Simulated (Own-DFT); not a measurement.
# Point defects and the pressure they add: C40 NbSi2

No measurement is shown. These are fixed-geometry runs of a retired plane-wave code named Own-DFT, which no person has reviewed; spin and spin-orbit coupling are neglected.

Method: PBE; PseudoDojo norm-conserving scalar-relativistic files; cutoff 42 hartree; 4 x 4 x 5 k mesh centred on Gamma; cold (Marzari-Vanderbilt) smearing of 0.2 eV.

Caveats: forces on such cells failed a check on a denser k mesh; stress not checked against mesh or cutoff.

All runs share one cell, with vectors in Å (0.000, 8.324, 0.000); (-9.613, 0.000, 0.000); (0.000, 0.000, 6.586) and a volume of 527.0 Å³. u is the rms random offset of the atoms per axis. The defect's site can differ from row to row.

```
cell,formula,u (Å),P (GPa)
no defect,Nb12Si24,0.0194,1.51
no defect,Nb12Si24,0.0211,1.55
no defect,Nb12Si24,0.0533,2.65
two Si on a Nb site each,Nb10Si26,0.0285,1.65
two Si on a Nb site each,Nb10Si26,0.0286,1.85
two Si on a Nb site each,Nb10Si26,0.0505,2.53
two Nb vacancies,Nb10Si24,0.0292,-0.12
two Nb vacancies,Nb10Si24,0.0298,0.12
two Nb vacancies,Nb10Si24,0.0434,0.15
two Nb on a Si site each,Nb14Si22,0.0296,7.29
two Nb on a Si site each,Nb14Si22,0.0309,7.57
two Nb on a Si site each,Nb14Si22,0.0490,7.85
one Si vacancy,Nb12Si23,0.0294,?
one Si vacancy,Nb12Si23,0.0319,1.08
one Si vacancy,Nb12Si23,0.0520,1.87
one Si vacancy,Nb12Si23,0.0522,2.02
```

## Worked fit

P = P0 + c u² + a shift for each defect gives P0 = 1.39 GPa, c = 422 ± 46 GPa/Å² and a scatter of 0.15 GPa. The shifts, and each times the cell's volume:

- two Nb on a Si site each: 5.58 ± 0.12 GPa, 18.4 eV (9.2 eV for each of its 2 sites)
- two Si on a Nb site each: 0.03 ± 0.12 GPa, 0.1 eV (0.1 eV for each of its 2 sites) (not resolved)
- one Si vacancy: -0.64 ± 0.13 GPa, -2.1 eV
- two Nb vacancies: -1.85 ± 0.12 GPa, -6.1 eV (-3.0 eV for each of its 2 sites)

Positive is outwards. The product with the volume (160.2 GPa Å³ to the eV) is nearly free of the cell's size; divided by the bulk modulus at the cell's pressure it gives the volume that the defect adds. The atoms around the defects weren't relaxed, which would change these numbers.

## The run left out

Q: what pressure belongs in the blank (one Si vacancy, u = 0.0294 Å)?

Estimate: 1.11 ± 0.18 GPa. Computed: 1.00 GPa.
